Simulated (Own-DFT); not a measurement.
# Oxygen vacancies under two functionals: monoclinic HfO2, Hf32O62

Calculated, not measured. Each geometry was run twice at fixed positions with Own-DFT, a retired in-house plane-wave program that no person has reviewed: with PBE, and with HSE06 (exact exchange share 0.25 at short range, screening 0.11 per bohr, Gygi-Baldereschi treatment of its divergence). Both used PseudoDojo norm-conserving files made for PBE, a cutoff of 48 hartree, the Gamma point alone, fixed occupations, a neutral cell and no spin. One k point on a cell 10.1 Å thick isn't converged, and results move with the size of the cell. The hafnium file keeps the 4f electrons in the core, and its forces lie about 75 meV/Å off all-electron values. The oxygen file's force components were 24 meV/Å off all-electron values in a glass.

Cell vectors in Å: (10.234, 0.000, 0.000); (0.000, 10.350, 0.000); (-1.696, 0.000, 10.445). Atoms were moved at random from their ideal sites, and each line below averages several runs of one case and one width of the moves; u² is the mean square move along one axis. E is the PBE energy of the cell and D the HSE06 energy less the PBE one, each over its lowest single run, with the standard error of the mean. Within a case the pair of sites differs from run to run.

- A: two O taken from sites with four and four neighbours, under 3.2 Å apart
- B: two O taken from sites with three and four neighbours, under 3.2 Å apart
- C: two O taken from sites with three and three neighbours, under 3.2 Å apart

| case | runs | u² (Å²) | E (eV) | error of E | D (eV) | error of D |
|---|---|---|---|---|---|---|
| A | 14 | 0.000883 | 0.251 | 0.044 | 0.122 | 0.011 |
| A | 14 | 0.002596 | 4.188 | 0.199 | 0.324 | 0.013 |
| A | 14 | 0.006185 | 12.898 | 0.482 | 0.774 | 0.046 |
| B | 14 | 0.000889 | 0.309 | 0.082 | 0.091 | 0.009 |
| B | 14 | 0.002511 | 4.124 | 0.153 | 0.322 | 0.016 |
| B | 14 | 0.006391 | 13.080 | 0.558 | 0.770 | 0.037 |
| C | 14 | 0.000907 | 0.539 | 0.064 | 0.072 | 0.011 |
| C | 14 | 0.002469 | 4.302 | 0.181 | 0.279 | 0.021 |
| C | 14 | 0.006456 | 13.489 | 0.429 | 0.731 | 0.034 |

The question: how do the cases differ under PBE, and what does HSE06 change?

## Answer

Fit E and D each to a + b u², with one a for each case and lines weighted by their errors. Against A, in eV:

| case | PBE | change by HSE06 | HSE06 |
|---|---|---|---|
| B | 0.04 ± 0.08 | -0.021 ± 0.011 | 0.02 ± 0.09 |
| C | 0.24 ± 0.07 | -0.049 ± 0.012 | 0.19 ± 0.08 |

Under PBE, C lies above A by more than three errors. D is known much better than E, because both runs of a geometry share the same random moves. HSE06 moves C down against A. The slope b is 2349 ± 42 eV/Å² for E and 123 ± 4 for D, so at this fixed cell HSE06 makes random moves about 5 % costlier. The vacancies are unrelaxed, and relaxation differs between sites.
